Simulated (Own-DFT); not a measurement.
# Computed records: GaP (zincblende, atoms displaced)

Computed with Own-DFT development build. A calculation, not a measurement: plane-wave PBE density functional theory by an unreviewed code, no spin, of a simulated periodic cell, stress positive in tension, free energy of the whole cell less one offset for each atom, forces on such cells passed a denser k mesh, this cell's mesh not checked; offsets are fitted by least squares, one for each functional and potential file, so energies compare only between cells with the same atoms and settings and are not formation energies; the far tail of each file's local potential was reset to the Coulomb form; each entry is a single point on an unrelaxed cell, so the pressure reflects the starting lattice, mostly measured values (interpolated for alloys), from which strain is counted, and rises with the displacements; printed positions are rounded, which can move forces by about a meV/angstrom; the program, named Own-DFT, is a retired in-house code; no spin-orbit coupling.

Common to all runs: functional PBE; potential files PseudoDojo norm-conserving, scalar-relativistic, standard set; wave cutoff 42 hartree; occupations Fermi-Dirac; smearing width 0.1 eV; k mesh 2 x 3 x 3 centred on Gamma.

(1) 
```xyz
96
Lattice="16.3515 0.0000 0.0000 0.0000 10.9010 0.0000 0.0000 0.0000 10.9010" Properties=species:S:1:pos:R:3:force_x:R:1:force_y:R:1:force_z:R:1 formula=GaP free_energy_of_cell_above_offsets=-53.564 pressure=2.72 stress_xx=-2.73 stress_yy=-2.71 stress_zz=-2.73 stress_yz=0.08 stress_xz=-0.13 stress_xy=-0.19
Ga    16.3316     0.0184     0.0040      0.232      0.021     -0.116
Ga    16.3423     2.7006     2.7061     -0.031      0.231      0.331
Ga     2.7093    10.8869     2.7070      0.095      0.292      0.009
Ga     2.7419     2.7190     0.0045     -0.064      0.034     -0.049
P      1.3534     1.3813     1.3668      0.172     -0.297     -0.235
P      1.3521     4.0916     4.0614      0.104     -0.135       0.31
P      4.0970     1.3409     4.0485      0.018       0.09      0.453
P      4.1001     4.0883     1.3521     -0.052      -0.01      0.298
Ga     0.0149     0.0074     5.4781      0.031      -0.22     -0.177
Ga     0.0087     2.7414     8.1832      0.145     -0.116     -0.235
Ga     2.7096    10.8989     8.1291       0.18     -0.176      0.449
Ga     2.7301     2.7066     5.4753      0.186      0.173     -0.566
P      1.3899     1.3420     6.8108     -0.463      0.428       0.09
P      1.3652     4.0750     9.5481      0.108      0.153      0.061
P      4.0660     1.3774     9.4941      0.182     -0.313      0.353
P      4.1182     4.1006     6.7902     -0.441     -0.317      0.553
Ga     0.0008     5.4349     0.0274      0.245      0.166     -0.114
Ga    16.3387     8.1918     2.7495      0.024      -0.16     -0.015
Ga     2.7447     5.4724     2.7474      -0.37      -0.31     -0.527
Ga     2.6870     8.1730    10.8984      0.577      0.154      -0.14
P      1.3671     6.8594     1.3556      -0.23     -0.533      0.365
P      1.3745     9.5554     4.0735     -0.127     -0.244      0.399
P      4.1006     6.7766     4.0629      0.194      0.343      0.554
P      4.0891     9.5417     1.3857     -0.164     -0.132     -0.542
Ga    16.3504     5.4621     5.4647      0.353     -0.334     -0.206
Ga     0.0215     8.1917     8.1870     -0.069     -0.355     -0.214
Ga     2.7013     5.4657     8.1694      0.269     -0.669      0.022
Ga     2.7577     8.1738     5.4458     -0.258     -0.223     -0.083
P      1.3763     6.7640     6.8222     -0.163      0.884     -0.284
P      1.3607     9.5402     9.5326      0.031      0.336      0.083
P      4.0676     6.7674     9.5219     -0.123      0.591      0.236
P      4.0753     9.5319     6.8210      0.445     -0.059     -0.129
Ga     5.4508    10.8814    10.8819     -0.291      0.514      0.277
Ga     5.4868     2.7414     2.7512     -0.641     -0.159     -0.316
Ga     8.1540     0.0381     2.7337      0.292     -0.303      0.075
Ga     8.1117     2.7683     0.0032      0.425     -0.464     -0.009
P      6.8031     1.3884     1.3914     -0.112     -0.262     -0.523
P      6.8122     4.0659     4.0771      0.082      0.583      0.056
P      9.5515     1.3895     4.1124     -0.263     -0.334      -0.03
P      9.5191     4.0535     1.3564      0.039      0.516      0.135
Ga     5.5055    10.8794     5.4424     -0.853      0.287      0.194
Ga     5.4753     2.7314     8.1982     -0.179      0.025     -0.355
Ga     8.1744    10.8665     8.1793     -0.117      0.423       0.07
Ga     8.1325     2.7442     5.4166      0.447     -0.171      0.585
P      6.8005     1.3552     6.8036      0.285      0.108      0.226
P      6.8127     4.1049     9.5392     -0.303       0.19      0.079
P      9.5308     1.3820     9.5354      -0.24     -0.115      0.122
P      9.5214     4.1044     6.8395     -0.171     -0.211     -0.386
Ga     5.4143     5.4719    10.8968      0.338     -0.179      0.151
Ga     5.4235     8.1596     2.7124       0.17      0.215      0.295
Ga     8.1751     5.4734     2.7551      0.147     -0.293     -0.253
Ga     8.1830     8.1672     0.0142     -0.199     -0.047      -0.18
P      6.7980     6.8169     1.3971      0.128     -0.062     -0.398
P      6.7924     9.5419     4.1126        0.4     -0.392     -0.617
P      9.5768     6.8044     4.0831     -0.328       0.19      0.141
P      9.5371     9.5483     1.3332     -0.004       0.06      0.503
Ga     5.4550     5.4045     5.4534      0.236      0.463     -0.167
Ga     5.4381     8.1416     8.1954      0.006      0.024     -0.302
Ga     8.1809     5.4563     8.2161     -0.105     -0.109     -0.365
Ga     8.1964     8.1896     5.4386     -0.075     -0.252      -0.02
P      6.8427     6.7908     6.8107     -0.212      0.183     -0.041
P      6.7737     9.5389     9.5420      0.479     -0.372     -0.051
P      9.5307     6.7816     9.5318      0.274      0.702      0.184
P      9.5268     9.5719     6.7888      0.224     -0.406      0.316
Ga    10.9088     0.0436     0.0269     -0.308     -0.302     -0.476
Ga    10.8723     2.6975     2.7239      0.353      0.426      0.083
Ga    13.6462    10.8967     2.7057     -0.249      0.116      0.243
Ga    13.6071     2.7420    10.8953      0.111     -0.038     -0.044
P     12.2411     1.3538     1.3554      0.523      0.311      0.314
P     12.2806     4.1136     4.0847     -0.239     -0.369     -0.018
P     15.0093     1.3368     4.1084     -0.169      0.111     -0.259
P     14.9958     4.0989     1.3757     -0.231     -0.264     -0.094
Ga    10.9040     0.0009     5.4608      0.086      0.062     -0.276
Ga    10.8809     2.7126     8.1430      0.121       0.01      0.122
Ga    13.6164    10.8462     8.1789      0.163      0.601      0.008
Ga    13.6303     2.6981     5.4492      0.071      0.312     -0.113
P     12.2714     1.3474     6.8010      0.038     -0.027       0.26
P     12.2330     4.0936     9.5277      0.097     -0.195     -0.013
P     15.0050     1.3797     9.5168     -0.448     -0.193      0.096
P     15.0289     4.0864     6.7849     -0.543      -0.15       0.35
Ga    10.8983     5.4546     0.0009     -0.116     -0.174      0.185
Ga    10.9151     8.1798     2.7367     -0.198      0.024     -0.355
Ga    13.6391     5.4708     2.7127     -0.065      -0.13      0.146
Ga    13.6240     8.2065    10.8797      0.299      -0.57      0.196
P     12.2613     6.8083     1.3692      0.124      0.247     -0.236
P     12.2556     9.5281     4.0720      0.279      0.219      0.241
P     15.0027     6.7717     4.1164     -0.142       0.64     -0.271
P     14.9933     9.5549     1.3653     -0.029     -0.246     -0.121
Ga    10.8884     5.4516     5.4762      0.129     -0.212     -0.127
Ga    10.9248     8.2217     8.1873     -0.344     -0.422     -0.242
Ga    13.6189     5.4351     8.1933      0.187      0.016     -0.299
Ga    13.6427     8.1798     5.4624     -0.185     -0.191      -0.21
P     12.2563     6.8042     6.8034      0.155      0.257       0.31
P     12.2719     9.5429     9.5542     -0.299      0.242      0.109
P     15.0261     6.7842     9.5276     -0.356      0.324      0.179
P     14.9851     9.5351     6.8178      0.271      -0.08     -0.016
```

Units: free_energy_of_cell_above_offsets in eV; pressure, stress_xx, stress_yy, stress_zz, stress_yz, stress_xz, stress_xy in GPa; force_x, force_y, force_z in eV/Å.

(2) 
```xyz
96
Lattice="16.3515 0.0000 0.0000 0.0000 10.9010 0.0000 0.0000 0.0000 10.9010" Properties=species:S:1:pos:R:3:force_x:R:1:force_y:R:1:force_z:R:1 formula=GaP free_energy_of_cell_above_offsets=-53.594 pressure=2.72 stress_xx=-2.71 stress_yy=-2.72 stress_zz=-2.72 stress_yz=0 stress_xz=-0.16 stress_xy=0.08
Ga     0.0025    10.8948     0.0099       0.01      0.207     -0.168
Ga     0.0077     2.7247     2.7222     -0.147      0.331     -0.051
Ga     2.7241     0.0489     2.7459     -0.166     -0.449     -0.168
Ga     2.7496     2.7237    10.8942     -0.216      0.007     -0.086
P      1.3461     1.3885     1.3626      0.244     -0.224     -0.087
P      1.3552     4.1013     4.0856      0.268      -0.06     -0.104
P      4.1178     1.3398     4.1007     -0.186      0.468     -0.161
P      4.0691     4.0931     1.3564      0.313      0.064      0.076
Ga     0.0027    10.8795     5.4148     -0.366      0.367      0.446
Ga     0.0178     2.7284     8.1886     -0.342       0.01     -0.161
Ga     2.7004    10.8941     8.1805      0.198      0.077      0.028
Ga     2.7641     2.7527     5.4423     -0.469     -0.406      -0.16
P      1.3528     1.3655     6.8032      0.135      0.004     -0.113
P      1.3493     4.0949     9.5461      0.351     -0.039      0.016
P      4.1207     1.3616     9.5445     -0.383     -0.213     -0.045
P      4.0939     4.0770     6.7815      0.036      0.262      0.501
Ga    16.3382     5.4577     0.0042      0.359     -0.292      0.082
Ga    16.3414     8.1729     2.6954      0.139     -0.103      0.062
Ga     2.7129     5.4790     2.7019       0.33     -0.491      0.438
Ga     2.7081     8.1539     0.0123      0.125     -0.047     -0.204
P      1.3943     6.7642     1.3562      -0.61      0.626     -0.057
P      1.3331     9.5346     4.1106      0.442     -0.184     -0.609
P      4.1072     6.7908     4.0946     -0.367      0.151     -0.256
P      4.0558     9.5193     1.3460      0.094      0.223      0.463
Ga     0.0019     5.4604     5.4315      0.028     -0.153      0.216
Ga    16.3474     8.1707     8.1644     -0.151     -0.037      0.288
Ga     2.7448     5.4526     8.1771     -0.068     -0.063      0.042
Ga     2.7068     8.1323     5.4271      0.174       0.31      0.396
P      1.3398     6.8005     6.8298      0.309      0.034     -0.173
P      1.3500     9.5197     9.5600      0.079      0.054     -0.207
P      4.1186     6.8168     9.5516     -0.236      0.032     -0.215
P      4.1150     9.5617     6.8084     -0.738      -0.56      0.169
Ga     5.4501    10.8732     0.0106      0.038      0.221      0.197
Ga     5.4568     2.7475     2.7344     -0.025     -0.369     -0.365
Ga     8.1937     0.0030     2.7195     -0.192     -0.317     -0.035
Ga     8.1610     2.7426    10.8870      0.201      -0.02      0.115
P      6.8540     1.3530     1.3557      -0.53      0.137      0.094
P      6.8185     4.0679     4.0788     -0.055      0.421      0.035
P      9.5327     1.3323     4.0866      0.125      0.205      0.115
P      9.5493     4.0870     1.3788     -0.066     -0.049     -0.164
Ga     5.4144     0.0024     5.4793      0.663     -0.093     -0.248
Ga     5.4370     2.7264     8.1791      0.105     -0.132     -0.304
Ga     8.1819     0.0297     8.2019     -0.392     -0.125     -0.194
Ga     8.1905     2.7393     5.4142     -0.099     -0.263      0.269
P      6.8012     1.3727     6.7893      0.211      0.069      0.213
P      6.7903     4.0681     9.5198       0.43      0.214     -0.226
P      9.5310     1.3637     9.5429      0.222      0.216      0.085
P      9.5216     4.0929     6.7961      0.294       0.11     -0.005
Ga     5.4743     5.4228    10.8581     -0.053      0.202      0.584
Ga     5.4373     8.1911     2.7633      0.281     -0.124     -0.462
Ga     8.1517     5.4518     2.7060      0.456     -0.039      0.343
Ga     8.1677     8.1814    10.8687      0.113     -0.191      0.209
P      6.8595     6.8000     1.3582     -0.802      0.293     -0.127
P      6.8229     9.5349     4.1030     -0.076      0.237      0.012
P      9.5597     6.8360     4.0991     -0.101     -0.604     -0.216
P      9.5163     9.5185     1.3469      0.452      0.196      0.064
Ga     5.4290     5.4418     5.4324      0.496     -0.091      0.174
Ga     5.4590     8.1982     8.1847      0.095     -0.192     -0.266
Ga     8.1913     5.4809     8.1716     -0.355     -0.343     -0.148
Ga     8.2049     8.1513     5.4286     -0.218      0.346       0.16
P      6.8289     6.8193     6.7748     -0.286     -0.068      0.314
P      6.8025     9.5371     9.5588      0.172      0.136     -0.313
P      9.5289     6.7772     9.5508      0.284       0.43     -0.094
P      9.4995     9.5422     6.8343      0.227      0.046     -0.185
Ga    10.9278     0.0268     0.0046     -0.397     -0.265      0.067
Ga    10.8859     2.7124     2.7534      0.228      0.042     -0.137
Ga    13.6075    10.8874     2.6764      0.355     -0.019      0.432
Ga    13.6028     2.7454    10.8944      0.313     -0.208      0.082
P     12.2852     1.3578     1.3553     -0.331      0.405      0.154
P     12.2541     4.1194     4.0981      0.302     -0.487     -0.317
P     14.9895     1.3935     4.0686      -0.05     -0.646     -0.193
P     14.9899     4.1039     1.3390     -0.027     -0.276      0.266
Ga    10.8942     0.0050     5.4666     -0.041     -0.109      0.162
Ga    10.8893     2.7313     8.1702      0.009     -0.075     -0.097
Ga    13.6595    10.8983     8.1694     -0.391      0.014      0.086
Ga    13.6190     2.6832     5.4280      0.075      0.631      0.164
P     12.2823     1.3616     6.8055     -0.213     -0.058      0.217
P     12.2681     4.0729     9.5445     -0.242       0.17     -0.229
P     14.9680     1.3513     9.5469      0.333      0.251      0.011
P     14.9920     4.1103     6.7927     -0.131     -0.403      0.099
Ga    10.9188     5.4437     0.0003     -0.064      -0.02      0.134
Ga    10.9016     8.1728     2.7557     -0.027      0.271     -0.343
Ga    13.6493     5.4547     2.7207     -0.351      0.019     -0.176
Ga    13.6183     8.1838     0.0418      0.077     -0.188     -0.823
P     12.2596     6.8498     1.3472     -0.037      -0.44      0.437
P     12.2534     9.5567     4.1011      0.278      -0.21     -0.014
P     14.9974     6.7906     4.0845      0.015      0.387      -0.14
P     14.9881     9.5263     1.3122      0.117      0.159      0.626
Ga    10.9412     5.4617     5.4376     -0.458      0.044      0.301
Ga    10.8832     8.1915     8.1685      0.083     -0.099      0.256
Ga    13.5930     5.4439     8.1590       0.55     -0.092      0.333
Ga    13.6629     8.1664     5.4603     -0.463      -0.09     -0.176
P     12.2688     6.7995     6.8348     -0.104      0.463     -0.216
P     12.2670     9.5648     9.5501      0.067     -0.298     -0.211
P     15.0251     6.7717     9.5721     -0.755      0.611     -0.483
P     14.9654     9.5257     6.8175       0.48      0.152       -0.1
```

Units: free_energy_of_cell_above_offsets in eV; pressure, stress_xx, stress_yy, stress_zz, stress_yz, stress_xz, stress_xy in GPa; force_x, force_y, force_z in eV/Å.

(3) 
```xyz
96
Lattice="16.3515 0.0000 0.0000 0.0000 10.9010 0.0000 0.0000 0.0000 10.9010" Properties=species:S:1:pos:R:3:force_x:R:1:force_y:R:1:force_z:R:1 formula=GaP free_energy_of_cell_above_offsets=-53.601 pressure=2.71 stress_xx=-2.72 stress_yy=-2.71 stress_zz=-2.71 stress_yz=-0.18 stress_xz=-0.13 stress_xy=-0.2
Ga     0.0164    10.8791     0.0294      -0.22      0.118     -0.538
Ga     0.0283     2.7236     2.7483     -0.317       0.09     -0.257
Ga     2.7322     0.0319     2.7042     -0.104     -0.342      0.006
Ga     2.7271     2.7158     0.0077      0.084      0.058     -0.042
P      1.3299     1.3715     1.3612      0.389     -0.009     -0.001
P      1.3761     4.0606     4.0966     -0.337       0.45     -0.138
P      4.0915     1.3214     4.1079       0.16      0.421     -0.086
P      4.0741     4.0972     1.3915      0.114     -0.356      -0.07
Ga    16.3239    10.8925     5.4363      0.114     -0.076      0.182
Ga    16.3365     2.6846     8.1568      0.355      0.326      0.418
Ga     2.7307    10.8948     8.1510     -0.138     -0.036      0.407
Ga     2.7129     2.7512     5.4166      0.322     -0.579      0.513
P      1.3493     1.3445     6.8096      0.158       0.08     -0.306
P      1.4014     4.0982     9.5479     -0.614     -0.153     -0.153
P      4.1013     1.3596     9.5314     -0.263     -0.152      0.183
P      4.0778     4.0711     6.8294      0.148      0.221     -0.251
Ga    16.3339     5.4652     0.0132      0.204     -0.333     -0.254
Ga     0.0311     8.1626     2.7362     -0.324      0.179     -0.198
Ga     2.7194     5.4310     2.7418          0       0.31      0.023
Ga     2.7200     8.1624     0.0059      0.081     -0.385     -0.148
P      1.3458     6.7973     1.3647      0.264     -0.009      0.129
P      1.3542     9.5441     4.0804       0.15      0.173     -0.023
P      4.0864     6.8198     4.0977      0.194     -0.051     -0.043
P      4.0647     9.5094     1.3345      0.263      0.462      0.234
Ga    16.3410     5.4334     5.4428      0.143       0.18      0.102
Ga    16.3204     8.1854     8.2163      0.476     -0.157     -0.424
Ga     2.7307     5.4717     8.1827     -0.098     -0.279      -0.22
Ga     2.7287     8.2102     5.4431      0.053     -0.153     -0.014
P      1.3968     6.8156     6.7936     -0.591      0.145      0.159
P      1.3780     9.4987     9.5648     -0.103      0.512     -0.273
P      4.0793     6.7864     9.5183      0.423      0.306      0.374
P      4.0913     9.5219     6.8430      0.213      -0.01     -0.237
Ga     5.4671     0.0242     0.0209     -0.201     -0.487     -0.383
Ga     5.4736     2.7159     2.7260     -0.673      0.096      0.245
Ga     8.1700     0.0015     2.7169      0.165      0.251      0.062
Ga     8.1727     2.7258     0.0135     -0.074        0.2     -0.008
P      6.7800     1.4033     1.3574      0.578     -0.462      0.105
P      6.7965     4.0987     4.0627       0.31     -0.302       0.32
P      9.5572     1.3992     4.1098     -0.268     -0.437     -0.278
P      9.5308     4.0824     1.3664     -0.158      0.151      0.175
Ga     5.4724    10.8960     5.4958     -0.192     -0.274     -0.279
Ga     5.4351     2.7247     8.1952      0.124      0.052     -0.108
Ga     8.1904     0.0115     8.1746     -0.043      -0.05      0.167
Ga     8.1689     2.7187     5.4555     -0.063      0.277      0.037
P      6.7994     1.3637     6.8208      0.221      0.143      0.129
P      6.8191     4.0669     9.5453     -0.056      0.384     -0.071
P      9.5250     1.3979     9.5756      0.127     -0.434     -0.294
P      9.5359     4.1026     6.8216     -0.003     -0.073     -0.238
Ga     5.4457     5.4361     0.0365     -0.088     -0.066      -0.46
Ga     5.4586     8.1891     2.7046     -0.161     -0.218      0.044
Ga     8.1571     5.4591     2.7516      0.087     -0.091     -0.477
Ga     8.1707     8.1688     0.0148      0.151     -0.135     -0.523
P      6.8166     6.8062     1.3347     -0.046       0.03      0.407
P      6.8150     9.5413     4.0663      0.008     -0.065       0.39
P      9.5291     6.7910     4.0756       0.03      0.205      0.285
P      9.5216     9.5005     1.3685      0.258       0.25      0.164
Ga     5.4945     5.4328     5.4526     -0.562      0.151      0.167
Ga     5.4949     8.1461     8.1577     -0.693      0.123      0.354
Ga     8.1759     5.4775     8.1574      0.132     -0.339      0.481
Ga     8.1647     8.1449     5.4699      0.266      0.468     -0.299
P      6.8262     6.8259     6.8354     -0.044     -0.388     -0.438
P      6.8107     9.5036     9.5080      0.177       0.49      0.429
P      9.5751     6.7867     9.5403     -0.274      0.273      0.103
P      9.5590     9.5482     6.8166      -0.23     -0.106     -0.173
Ga    10.8814    10.8970     0.0181      0.197      0.005     -0.041
Ga    10.8885     2.7492     2.7355      0.055      -0.28      -0.27
Ga    13.6234    10.8751     2.7458      0.037      0.075     -0.348
Ga    13.6206     2.7495     0.0403      0.014     -0.144     -0.575
P     12.2832     1.3769     1.3785      -0.34     -0.261       0.09
P     12.2496     4.0681     4.0650      0.382      0.429      0.261
P     15.0034     1.3489     4.0598     -0.341      0.193      0.393
P     14.9911     4.0882     1.3653      0.217      0.061      0.318
Ga    10.9112     0.0331     5.4738      0.001     -0.545      -0.54
Ga    10.8909     2.7016     8.1551     -0.091      0.485      0.479
Ga    13.6069    10.8760     8.1570     -0.043      0.306      0.269
Ga    13.6199     2.7384     5.4657      0.016     -0.219     -0.181
P     12.2270     1.3610     6.8281       0.64      0.043     -0.139
P     12.2542     4.1156     9.5422      0.223     -0.402     -0.254
P     14.9774     1.3590     9.5190     -0.073     -0.164      0.426
P     14.9947     4.0807     6.8352     -0.018      0.016     -0.282
Ga    10.9117     5.4250     0.0257     -0.196     -0.007     -0.238
Ga    10.9198     8.1276     2.7352     -0.203      0.003     -0.379
Ga    13.6467     5.4762     2.7289      -0.16     -0.457      0.017
Ga    13.6399     8.1699     0.0103       -0.3      -0.06     -0.299
P     12.2757     6.7617     1.3485     -0.009      0.494      0.114
P     12.2717     9.4832     4.0442     -0.082      0.451      0.776
P     14.9742     6.8250     4.0818      0.496     -0.246      0.035
P     14.9813     9.5312     1.3368      0.175     -0.083      0.523
Ga    10.9139     5.4633     5.4334     -0.096     -0.307       0.05
Ga    10.9085     8.1734     8.1606     -0.108     -0.093      0.128
Ga    13.6462     5.4682     8.1527     -0.315      -0.14      0.215
Ga    13.6511     8.1363     5.4506     -0.284      0.414      0.094
P     12.2590     6.8146     6.7995      0.117      -0.06      0.001
P     12.2501     9.5281     9.5134      0.059      0.029      0.452
P     14.9920     6.8045     9.5285     -0.162      0.019      0.194
P     14.9667     9.5356     6.8361      0.186     -0.125     -0.374
```

Units: free_energy_of_cell_above_offsets in eV; pressure, stress_xx, stress_yy, stress_zz, stress_yz, stress_xz, stress_xy in GPa; force_x, force_y, force_z in eV/Å.
